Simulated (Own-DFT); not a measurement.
AlGa3N4 (wurtzite random alloy, strained, atoms displaced) (calculated)

All values are calculated (Own-DFT development build). A calculation, not a measurement: plane-wave PBE density functional theory by an unreviewed code, no spin, of a simulated periodic cell, stress positive in tension, free energy of the whole cell less one offset for each atom, forces on such cells passed a denser k mesh, this cell's mesh not checked; offsets are fitted by least squares, one for each functional and potential file, so energies compare only between cells with the same atoms and settings and are not formation energies; the far tail of each file's local potential was reset to the Coulomb form; each entry is a single point on an unrelaxed cell, so the pressure reflects the starting lattice, mostly measured values, from which strain is counted, and rises with the displacements; printed positions are rounded, which can move forces by about a meV/angstrom; the program is a retired in-house code; no spin-orbit coupling.

### AlGa3N4 (wurtzite random alloy, strained, atoms displaced)

```cif
# cell vector a (Å): 9.6281 0.0000 0.0000
# cell vector b (Å): -4.8141 8.3382 0.0000
# cell vector c (Å): 0.0000 0.0000 10.2685
data_AlGa3N4
_symmetry_space_group_name_H-M 'P 1'
_symmetry_Int_Tables_number 1
_cell_length_a 9.6281
_cell_length_b 9.6281
_cell_length_c 10.2685
_cell_angle_alpha 90.000
_cell_angle_beta 90.000
_cell_angle_gamma 120.000
_cell_volume 824.37
loop_
_atom_site_label
_atom_site_type_symbol
_atom_site_fract_x
_atom_site_fract_y
_atom_site_fract_z
_atom_site_occupancy
Ga1 Ga 0.11084 0.22252 0.99613 1
Ga2 Ga 0.22273 0.11122 0.26019 1
N1 N 0.10957 0.21502 0.18620 1
N2 N 0.22627 0.11149 0.44251 1
Ga3 Ga 0.11611 0.22481 0.49150 1
Al1 Al 0.21692 0.10689 0.74387 1
N3 N 0.11439 0.22040 0.68814 1
N4 N 0.22867 0.12323 0.94822 1
Ga4 Ga 0.10674 0.56295 0.00418 1
Ga5 Ga 0.21727 0.43555 0.24982 1
N5 N 0.10206 0.55877 0.19053 1
N6 N 0.21951 0.45017 0.44043 1
Ga6 Ga 0.11848 0.55179 0.49171 1
Ga7 Ga 0.23032 0.43725 0.74271 1
N7 N 0.11677 0.56265 0.68604 1
N8 N 0.22869 0.45495 0.94571 1
Ga8 Ga 0.10924 0.88992 0.99925 1
Ga9 Ga 0.22762 0.77352 0.25503 1
N9 N 0.11360 0.89219 0.17918 1
N10 N 0.22194 0.77609 0.43838 1
Ga10 Ga 0.11046 0.88319 0.50273 1
Ga11 Ga 0.22607 0.78303 0.75053 1
N11 N 0.11749 0.89132 0.68510 1
N12 N 0.22444 0.78778 0.93745 1
Ga12 Ga 0.43717 0.21946 0.00637 1
Al2 Al 0.55906 0.11326 0.24360 1
N13 N 0.43880 0.21647 0.17913 1
N14 N 0.55435 0.11621 0.43650 1
Ga13 Ga 0.44236 0.22211 0.49739 1
Ga14 Ga 0.55833 0.11660 0.75492 1
N15 N 0.44278 0.21724 0.68960 1
N16 N 0.55930 0.10695 0.94213 1
Ga15 Ga 0.45197 0.55767 0.99580 1
Al3 Al 0.56601 0.45361 0.24791 1
N17 N 0.45278 0.55612 0.18772 1
N18 N 0.55115 0.44282 0.44651 1
Ga16 Ga 0.44540 0.55878 0.49969 1
Ga17 Ga 0.55561 0.44150 0.74556 1
N19 N 0.44279 0.56005 0.68487 1
N20 N 0.55123 0.44791 0.94416 1
Ga18 Ga 0.44848 0.89338 0.99854 1
Al4 Al 0.56570 0.79584 0.25540 1
N21 N 0.45028 0.88763 0.19171 1
N22 N 0.55924 0.78052 0.43391 1
Ga19 Ga 0.43866 0.87704 0.50831 1
Ga20 Ga 0.54853 0.76975 0.75414 1
N23 N 0.43220 0.88048 0.68615 1
N24 N 0.55627 0.78392 0.94159 1
Ga21 Ga 0.76956 0.21102 0.00488 1
Ga22 Ga 0.89295 0.11235 0.25366 1
N25 N 0.77255 0.21880 0.18249 1
N26 N 0.89121 0.11036 0.44003 1
Ga23 Ga 0.77880 0.23103 0.49959 1
Al5 Al 0.88194 0.10012 0.74574 1
N27 N 0.78573 0.23191 0.68782 1
N28 N 0.88882 0.11024 0.93870 1
Al6 Al 0.77198 0.55747 0.99940 1
Al7 Al 0.89390 0.44004 0.24992 1
N29 N 0.78070 0.56330 0.19048 1
N30 N 0.88608 0.43708 0.43890 1
Ga24 Ga 0.78226 0.55962 0.49612 1
Al8 Al 0.89156 0.44654 0.74835 1
N31 N 0.77398 0.54976 0.69491 1
N32 N 0.88107 0.44023 0.92995 1
Ga25 Ga 0.77675 0.88876 0.99636 1
Al9 Al 0.89426 0.78459 0.25088 1
N33 N 0.77663 0.89552 0.18358 1
N34 N 0.89446 0.77998 0.43520 1
Ga26 Ga 0.78092 0.89235 0.49731 1
Ga27 Ga 0.88062 0.78317 0.76106 1
N35 N 0.77257 0.88480 0.68677 1
N36 N 0.89289 0.77475 0.93634 1
```

* functional: PBE
* potential files: PseudoDojo norm-conserving, scalar-relativistic, standard set
* wave cutoff: 42 hartree
* occupations: Fermi-Dirac
* smearing width: 0.1 eV
* k mesh: 4 x 4 x 3 centred on Gamma
* free energy of cell above offsets: 6.784 eV
* pressure: 2.74 GPa
* stress xx: -0.98 GPa
* stress yy: 0 GPa
* stress zz: -7.23 GPa
* stress yz: -0.16 GPa
* stress xz: 0.15 GPa
* stress xy: -0.28 GPa

Force:
| element | x (eV/Å) | y (eV/Å) | z (eV/Å) |
| --- | --- | --- | --- |
| Ga | -0.352 | 1.036 | 0.125 |
| Ga | 0.539 | -0.482 | -2.409 |
| N | -0.363 | 0.653 | 0.995 |
| N | -0.777 | -0.504 | 0.15 |
| Ga | -0.402 | -0.209 | 1.305 |
| Al | 0.953 | 0.514 | 1.062 |
| N | -0.616 | -1.437 | -0.189 |
| N | -0.748 | -2.032 | -3.134 |
| Ga | 0.365 | -0.573 | -1.564 |
| Ga | 0.81 | 1.254 | -1.222 |
| N | 1.084 | -0.972 | 0.57 |
| N | 2.782 | -1.711 | -1.182 |
| Ga | -3.24 | 1.318 | 2.219 |
| Ga | -2.408 | 0.959 | 1.654 |
| N | -0.396 | -1.325 | 0.132 |
| N | -0.59 | -0.69 | -0.969 |
| Ga | 0.53 | 1.063 | -0.612 |
| Ga | -0.749 | 1.197 | -1.343 |
| N | -0.465 | -0.664 | 3.077 |
| N | 0.083 | -0.081 | 0.303 |
| Ga | 0.103 | 0.336 | -0.49 |
| Ga | -1.018 | -1.4 | 0.203 |
| N | -1.491 | 0.437 | 1.407 |
| N | 0.442 | -0.539 | 0.513 |
| Ga | 1.099 | 0.795 | -2.441 |
| Al | -1.057 | -0.385 | 0.856 |
| N | 1.385 | 1.025 | 4.534 |
| N | 0.708 | -0.929 | -0.818 |
| Ga | 1.102 | 0.041 | 0.719 |
| Ga | 0.494 | -0.473 | -0.924 |
| N | -1.12 | -0.05 | 0.329 |
| N | -1.501 | 0.679 | -0.5 |
| Ga | -1.924 | 0.518 | 1.471 |
| Al | -0.886 | -0.927 | 0.197 |
| N | -0.569 | 0.746 | 1.295 |
| N | 0.505 | 0.686 | -1.894 |
| Ga | 0.283 | 0.132 | -0.858 |
| Ga | -0.378 | -0.181 | 0.667 |
| N | 1.276 | -0.654 | 0.357 |
| N | 2.366 | -0.561 | -1.227 |
| Ga | -0.827 | -1.017 | 0.809 |
| Al | 0.418 | -2.03 | -1.639 |
| N | -0.397 | 0.873 | 0.057 |
| N | -0.065 | 0.003 | 0.733 |
| Ga | 0.091 | 1.64 | -2.048 |
| Ga | -0.521 | 1.149 | -0.362 |
| N | 2.219 | 1.554 | 1.547 |
| N | 0.599 | -0.681 | -0.68 |
| Ga | 1.071 | 1.698 | -2.107 |
| Ga | -0.524 | -0.126 | -1.11 |
| N | 0.364 | 1.014 | 2.798 |
| N | -0.285 | 0.654 | 0.186 |
| Ga | -0.221 | -2.098 | 0.461 |
| Al | -0.157 | 1.949 | 0.382 |
| N | 0.466 | -1.309 | 0.702 |
| N | 0.089 | -0.264 | -1.484 |
| Al | 1.008 | -0.793 | -0.101 |
| Al | -1.869 | 0.092 | -0.204 |
| N | 0.712 | -0.401 | -0.11 |
| N | 0.271 | 2.025 | -1.653 |
| Ga | -0.249 | -0.638 | 0.934 |
| Al | 0.558 | 0.469 | -0.224 |
| N | 0.791 | 1.102 | -0.881 |
| N | -0.381 | 0.618 | 1.577 |
| Ga | 0.375 | 0.286 | 0.426 |
| Al | 0.031 | -0.127 | -1.239 |
| N | 0.893 | -0.985 | 1.565 |
| N | -0.517 | 0.146 | -0.317 |
| Ga | 0.098 | -0.679 | 0.118 |
| Ga | 1.662 | -1.145 | -2.917 |
| N | -0.372 | 0.766 | 0.361 |
| N | -1.19 | -0.357 | 2.059 |
